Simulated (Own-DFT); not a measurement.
# Strain and stress in 4H SiC, 72 atoms (C36Si36)

These are calculations, not measurements. They come from Own-DFT, an in-house plane-wave density functional program, since retired, whose code no person has reviewed. Each row is one single-point run on a periodic cell that was not relaxed, without spin or spin-orbit coupling.

Settings of every run: PBE; PseudoDojo norm-conserving scalar-relativistic files; cutoff 42 hartree; 4 x 4 x 3 k mesh centred on Gamma; Fermi-Dirac smearing of 0.1 eV.

Known limits: forces on such cells passed a denser k mesh, each cell not checked; stress not checked against mesh or cutoff.

Unstrained cell vectors in Å: (9.248, 0.000, 0.000); (-4.624, 8.009, 0.000); (0.000, 0.000, 10.068). The unstrained cell has measured lattice constants (interpolated for alloys), not those of this functional. That, the random moves and any unrelaxed bonds set the pressure at no strain. Each run strains this cell uniformly, with the atoms carried along. Every atom was also moved at random, by a Gaussian of width 0.05 Å on each axis. Strain is the symmetric tensor, in per cent. Stress is positive in tension, and the pressure is minus a third of its trace.

```
run,e_xx (%),e_yy (%),e_zz (%),e_yz (%),e_xz (%),e_xy (%),s_xx (GPa),s_yy (GPa),s_zz (GPa),s_yz (GPa),s_xz (GPa),s_xy (GPa),P (GPa),E (meV/atom)
1,0.86,0.27,0.97,-0.38,1.07,1.50,0.99,-2.52,0.01,-0.97,4.38,6.49,0.51,0.0
2,-0.33,-1.28,0.34,1.65,0.28,-0.52,-7.52,-12.50,-4.95,5.76,1.09,-3.52,8.32,15.2
3,-0.86,0.84,-1.39,-0.59,-1.12,-0.40,-9.52,-0.32,-15.45,-2.32,-2.59,-1.95,8.43,3.7
4,0.45,-1.53,1.88,-1.25,0.03,-0.26,-3.54,-12.62,4.36,-3.75,0.05,-1.08,3.93,22.8
5,1.69,0.19,-0.79,1.72,0.13,1.07,3.53,-3.21,-10.63,6.65,0.48,4.47,3.44,25.2
6,-1.51,-1.99,1.97,0.05,1.10,0.41,-14.03,-15.02,2.43,-0.09,3.44,2.21,8.87,20.2
7,0.34,-1.85,-0.70,-0.46,-1.62,1.53,-4.76,-16.10,-12.58,-2.03,-5.36,7.80,11.15,38.1
8,-0.03,-0.59,-0.68,1.11,0.14,1.10,-6.76,-9.74,-9.52,4.08,0.77,6.50,8.67,26.5
9,0.54,-1.33,1.71,-0.61,-0.38,-0.73,-1.45,-10.90,2.44,-3.00,-0.54,-3.15,3.31,12.5
10,-1.39,0.85,-1.30,1.04,1.85,-0.92,-11.36,-2.40,-14.75,2.11,5.94,-3.41,9.50,20.4
11,-0.43,1.93,1.00,-1.60,0.03,0.32,-5.71,5.35,-1.31,-5.23,-0.52,1.56,0.56,29.8
12,1.15,-1.88,1.51,0.88,0.74,0.73,-0.91,-12.17,2.53,2.14,1.95,4.47,3.52,19.0
13,0.16,-1.58,-1.45,1.64,1.90,1.10,-4.36,-14.83,-17.27,6.66,5.98,4.76,12.15,33.8
14,1.47,1.17,0.21,-0.13,0.56,-0.12,3.42,1.61,-3.44,-0.07,1.49,-0.95,-0.53,23.2
15,0.68,-1.50,-1.41,-0.87,0.32,1.76,-2.75,-12.79,-16.89,-2.54,0.69,7.36,10.81,27.4
16,1.20,-0.46,0.59,-1.81,0.33,1.61,-0.26,-6.43,-3.30,-5.99,1.73,8.05,3.33,33.8
17,-0.29,1.03,0.63,-1.39,-1.37,-0.13,?,?,?,?,?,?,?,?
```

E is the free energy for each atom above the lowest run shown.

## Worked fit

Each stress component was fitted by least squares to a constant and the strains of the runs shown, as fractions, with shears doubled. Shear strains stay in the fit of a normal stress only where such slopes are resolved. The slopes, in GPa:

| stress | at no strain | per e_xx | per e_yy | per e_zz | scatter |
|---|---|---|---|---|---|
| s_xx | -5.0 | 510 ± 23 | 70 ± 18 | 18 ± 18 | 0.84 |
| s_yy | -5.1 | 59 ± 23 | 536 ± 18 | 59 ± 18 | 0.86 |
| s_zz | -6.9 | 66 ± 24 | 58 ± 19 | 607 ± 19 | 0.90 |

Each shear stress against twice its own strain: yz 172 ± 11, xz 156 ± 10, xy 241 ± 17 GPa. These are stiffnesses along x, y and z of the frame in which the cell vectors are given, which need not be the crystal's axes. The atoms are held to the strained lattice; where symmetry lets them move under strain, relaxing them would lower some slopes. The table should be nearly symmetric about its diagonal, and what it lacks of that shows the noise. A ninth of its sum, 220 ± 5 GPa, estimates the bulk modulus near the mean pressure of these runs, 6.0 GPa, so it lies above the value at zero pressure.

## Withheld run

Question: what normal stresses and pressure should run 17 give?

The fit gives s_xx = -5.6, s_yy = 0.6, s_zz = -2.7 and P = 2.6 GPa. The calculation gave -5.26, 1.61, -2.11 and P = 1.92 GPa.
